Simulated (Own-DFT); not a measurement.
# Computed records: InAs (zincblende, strongly disordered by large displacements), GaP (zincblende, strongly disordered by large displacements)

Computed with Own-DFT development build. A calculation, not a measurement: plane-wave PBE density functional theory by an unreviewed code, no spin, of a simulated periodic cell, stress positive in tension, free energy of the whole cell less one offset for each atom, forces on such cells passed a denser k mesh, this cell's mesh not checked; broken bonds can close the gap or carry spin, so checks made on this kind of crystal may not hold here; offsets are fitted by least squares, one for each functional and potential file, so energies compare only between cells with the same atoms and settings and are not formation energies; the far tail of each file's local potential was reset to the Coulomb form; each entry is a single point on an unrelaxed cell, so the pressure reflects the starting lattice, mostly measured values (interpolated for alloys), from which strain is counted, and rises with the displacements; printed positions are rounded, which can move forces by about a meV/angstrom; the program, named Own-DFT, is a retired in-house code; no spin-orbit coupling.

Common to all runs: functional PBE; potential files PseudoDojo norm-conserving, scalar-relativistic, standard set; wave cutoff 42 hartree; occupations Fermi-Dirac; smearing width 0.1 eV; k mesh 3 x 3 x 3 centred on Gamma.

(1) InAs (zincblende, strongly disordered by large displacements)

```
InAs
1.0
     12.1166     0.0000     0.0000
      0.0000    12.1166     0.0000
      0.0000     0.0000    12.1166
In As In As In As In As In As In As In As In As
4 4 4 4 4 4 4 4 4 4 4 4 4 4 4 4
Direct
  0.99780 0.00365 0.00837
  0.99866 0.25254 0.24807
  0.22141 0.99574 0.26239
  0.24861 0.26634 0.98217
  0.10644 0.10940 0.09870
  0.15263 0.37977 0.39015
  0.37828 0.10022 0.37534
  0.38957 0.35615 0.10334
  0.98729 0.99818 0.46175
  0.98240 0.26006 0.71736
  0.23190 0.99128 0.74365
  0.26054 0.24511 0.50446
  0.13066 0.12497 0.63869
  0.13222 0.34889 0.88512
  0.34040 0.13108 0.88890
  0.37256 0.37515 0.63264
  0.99811 0.50244 0.01139
  0.00252 0.74571 0.25065
  0.23283 0.50232 0.25803
  0.26319 0.73742 0.01907
  0.12790 0.63706 0.13397
  0.12592 0.88685 0.38172
  0.37663 0.61828 0.38666
  0.35374 0.87860 0.09610
  0.01052 0.51496 0.48573
  0.99400 0.74004 0.75135
  0.24364 0.51239 0.74923
  0.25717 0.77069 0.46384
  0.16978 0.63122 0.62876
  0.12947 0.88534 0.91341
  0.36462 0.61612 0.89878
  0.35769 0.86744 0.66472
  0.50469 0.99873 0.97931
  0.48920 0.23033 0.24217
  0.74052 0.98130 0.24618
  0.75047 0.22779 0.00904
  0.62295 0.12247 0.14860
  0.63716 0.36423 0.34605
  0.85865 0.08980 0.39221
  0.85934 0.36330 0.14318
  0.48679 0.97192 0.51054
  0.51108 0.25857 0.77632
  0.74550 0.01528 0.76008
  0.76073 0.24906 0.48495
  0.62623 0.15021 0.61758
  0.61804 0.38880 0.85007
  0.90811 0.12463 0.87978
  0.85405 0.37738 0.61516
  0.52425 0.48845 0.00460
  0.47841 0.74430 0.22081
  0.75260 0.52141 0.25128
  0.73439 0.77863 0.01310
  0.60003 0.62278 0.11761
  0.60859 0.87115 0.40120
  0.86561 0.61358 0.39273
  0.90515 0.86911 0.14179
  0.48023 0.51944 0.51706
  0.52563 0.75812 0.74679
  0.74306 0.47989 0.76061
  0.77072 0.76417 0.49544
  0.60706 0.63332 0.63546
  0.63210 0.87408 0.88417
  0.88609 0.61898 0.87856
  0.86830 0.89708 0.60277
```

```
hardware                          : one NVIDIA H200
free energy of cell above offsets : -1.580 eV
pressure                          : 8.69 GPa
stress xx                         : -8.87 GPa
stress yy                         : -9.71 GPa
stress zz                         : -7.49 GPa
stress yz                         : 0.16 GPa
stress xz                         : -1.51 GPa
stress xy                         : 2.51 GPa
wall time                         : 1154 s
```

Force:
```csv
element,x (eV/Å),y (eV/Å),z (eV/Å)
In,-4.244,-4.568,-2.414
In,1.04,-1.154,0.799
In,2.575,2.807,-4.104
In,3.491,-2.286,6.751
As,5.533,5.727,5.829
As,-2.653,-1.402,-0.091
As,-0.775,0.7,0.053
As,-0.539,1.079,1.705
In,5.954,-2.518,5.536
In,1.551,-0.78,1.614
In,-0.81,0.711,3.067
In,0.711,-1.202,0.598
As,-1.638,1.036,-2.511
As,-7.323,6.042,-5.875
As,3.921,-3.412,-2.803
As,0.443,-0.227,0.599
In,0.577,-1.519,0.259
In,0.598,-1.713,3.12
In,2.109,0.535,-1.486
In,-2.555,-1.842,-2.306
As,-0.504,-1.706,-0.143
As,-2.383,-2.811,0.175
As,-1.179,1.538,-3.359
As,2.735,4.044,3.462
In,1.808,-1.127,2.358
In,1.393,1.462,-0.942
In,1.885,-3.831,3.643
In,1.788,-1.567,2.914
As,-4.008,3.543,-3.626
As,0.577,-1.953,-2.402
As,1.932,-0.958,-1.688
As,1.963,-1.707,-2.615
In,-1.639,1.739,1.456
In,-1.292,1.582,1.596
In,0.158,-0.774,0.828
In,0.272,0.429,-0.788
As,1.017,-1.844,-2.818
As,-1.05,0.412,1.095
As,-5.633,5.68,-4.809
As,0.076,1.575,-1.08
In,-1.394,2.235,2.657
In,-3.958,-4.024,-2.77
In,0.562,0.701,-0.81
In,-1.057,0.085,-0.694
As,-1.009,-1.516,1.006
As,-0.799,-0.994,6.017
As,-2.723,1.243,-1.574
As,1.14,1.661,-0.832
In,-2.31,-1.294,-1.8
In,-0.989,1.446,2.049
In,-1.27,-0.92,-1.195
In,2.892,-2.933,2.421
As,3.736,1.599,1.327
As,1.921,-2.189,-3.532
As,0.354,1.584,-1.284
As,-3.845,1.731,-1.821
In,1.598,-2.472,0.974
In,-3.093,1.535,2.729
In,4.451,4.754,-2.952
In,-2.325,-0.993,0.185
As,3.801,-2.457,-2.294
As,-0.556,1.551,-2.81
As,-2.2,-0.061,0.251
As,1.194,-0.007,3.155
```

(2) GaP (zincblende, strongly disordered by large displacements)

```
GaP
1.0
     10.9010     0.0000     0.0000
      0.0000    10.9010     0.0000
      0.0000     0.0000    10.9010
Ga P Ga P Ga P Ga P Ga P Ga P Ga P Ga P
4 4 4 4 4 4 4 4 4 4 4 4 4 4 4 4
Direct
  0.01044 0.98221 0.00349
  0.96938 0.23635 0.24539
  0.25824 0.98113 0.20115
  0.23240 0.24690 0.00263
  0.15796 0.09427 0.08858
  0.10407 0.41839 0.36099
  0.38728 0.14994 0.37775
  0.36270 0.36295 0.13751
  0.01089 0.99918 0.49950
  0.00082 0.24467 0.71004
  0.21501 0.01506 0.76198
  0.25597 0.24069 0.51622
  0.11282 0.13554 0.63316
  0.12893 0.37853 0.87977
  0.34396 0.11724 0.87857
  0.36907 0.35825 0.64036
  0.97255 0.50030 0.04069
  0.01915 0.74745 0.25944
  0.23315 0.50295 0.24804
  0.26852 0.76192 0.01908
  0.09247 0.60729 0.12730
  0.13008 0.89225 0.38848
  0.38792 0.64022 0.40329
  0.40335 0.88444 0.13550
  0.01772 0.50765 0.53000
  0.01563 0.74631 0.73157
  0.24969 0.47928 0.76056
  0.25101 0.76469 0.48081
  0.10809 0.63340 0.63633
  0.15037 0.87970 0.87020
  0.39424 0.63331 0.88208
  0.39304 0.87771 0.66731
  0.48322 0.01538 0.96689
  0.48923 0.24399 0.23521
  0.74267 0.99516 0.22760
  0.72942 0.26291 0.01832
  0.64264 0.11086 0.10992
  0.59318 0.40075 0.37740
  0.89082 0.11856 0.37715
  0.87459 0.37634 0.11422
  0.46964 0.03611 0.51533
  0.47575 0.22316 0.72413
  0.75232 0.01168 0.77020
  0.75765 0.25851 0.48724
  0.64553 0.15067 0.62603
  0.62025 0.36731 0.91715
  0.87469 0.11894 0.83252
  0.88629 0.36844 0.63114
  0.49637 0.47710 0.99562
  0.50311 0.75261 0.27946
  0.75868 0.49827 0.22919
  0.69848 0.72535 0.99837
  0.60561 0.60904 0.13609
  0.62711 0.89388 0.36586
  0.88909 0.61013 0.36085
  0.87464 0.88386 0.13440
  0.50706 0.51004 0.50797
  0.48870 0.70700 0.75554
  0.71965 0.51182 0.73449
  0.77008 0.75116 0.49248
  0.61349 0.63707 0.62688
  0.59284 0.88253 0.84639
  0.87009 0.62316 0.86942
  0.88542 0.88678 0.63809
```

```
hardware                          : one NVIDIA H100
free energy of cell above offsets : 1.001 eV
pressure                          : 11.38 GPa
stress xx                         : -11.64 GPa
stress yy                         : -12.77 GPa
stress zz                         : -9.73 GPa
stress yz                         : 1.11 GPa
stress xz                         : 1.84 GPa
stress xy                         : 1.53 GPa
wall time                         : 550.6 s
```

Force:
```csv
element,x (eV/Å),y (eV/Å),z (eV/Å)
Ga,-1.67,-0.205,-1.711
Ga,2.821,1.94,-1.178
Ga,-1.344,0.823,5.411
Ga,1.929,3.075,-0.959
P,-4.263,1.24,1.424
P,-1.286,-4.032,2.367
P,-2.804,-1.328,-0.624
P,-1.234,1.597,-1.809
Ga,-1.616,0.849,1.966
Ga,-3.005,3.079,6.733
Ga,2.506,0.928,-2.834
Ga,-1.179,0.892,-1.833
P,5.578,-5.146,-4.935
P,-2.99,-0.816,1.103
P,0.851,3.024,-1.396
P,-0.186,3.814,-1.857
Ga,1.695,3.059,-8.509
Ga,-1.596,1.509,0.415
Ga,2.997,1.045,-0.725
Ga,-0.676,-0.779,-1.037
P,5.97,4.546,1.15
P,1.272,-0.871,-3.911
P,-1.911,-1.269,-1.821
P,2.707,-2.655,-1.499
Ga,-2.786,-2.291,-2.778
Ga,-4.575,5.539,6.143
Ga,0.653,2.442,-0.334
Ga,0.489,-0.004,3.514
P,8.18,-3.248,-2.962
P,-3.297,-4.853,2.695
P,-5.712,-4.787,6.033
P,-2.096,1.431,-2.461
Ga,2.176,-1.603,1.876
Ga,2.736,0.159,0.244
Ga,1.165,-0.356,2.911
Ga,4.111,-2.479,0.47
P,-3.824,1.253,-0.596
P,3.822,-3.146,-3.095
P,-2.798,-0.882,0.574
P,-3.919,-7.201,3.445
Ga,2.659,-2.534,1.513
Ga,1.97,-1.62,2.927
Ga,-5.921,-5.165,-3.726
Ga,-0.107,1.156,-0.44
P,-1.209,-1.757,0.237
P,-0.338,0.44,-7.669
P,6.068,5.19,6.028
P,-3.737,3.856,-2.369
Ga,-3.544,2.915,2.832
Ga,1.042,0.077,-1.35
Ga,-1.462,0.764,2.218
Ga,2.121,1.952,-1.642
P,-0.824,0.169,0.778
P,0.032,-0.227,2.297
P,-0.728,0.654,1.824
P,1.531,-2.723,-1.427
Ga,-1.958,-0.251,2.211
Ga,2.765,5.291,-4.046
Ga,2.943,-2.384,2.914
Ga,-0.17,0.762,-0.545
P,1.958,0.535,-2.775
P,1.673,-0.719,1.065
P,-0.871,0.099,0.632
P,-0.783,-0.773,-1.095
```
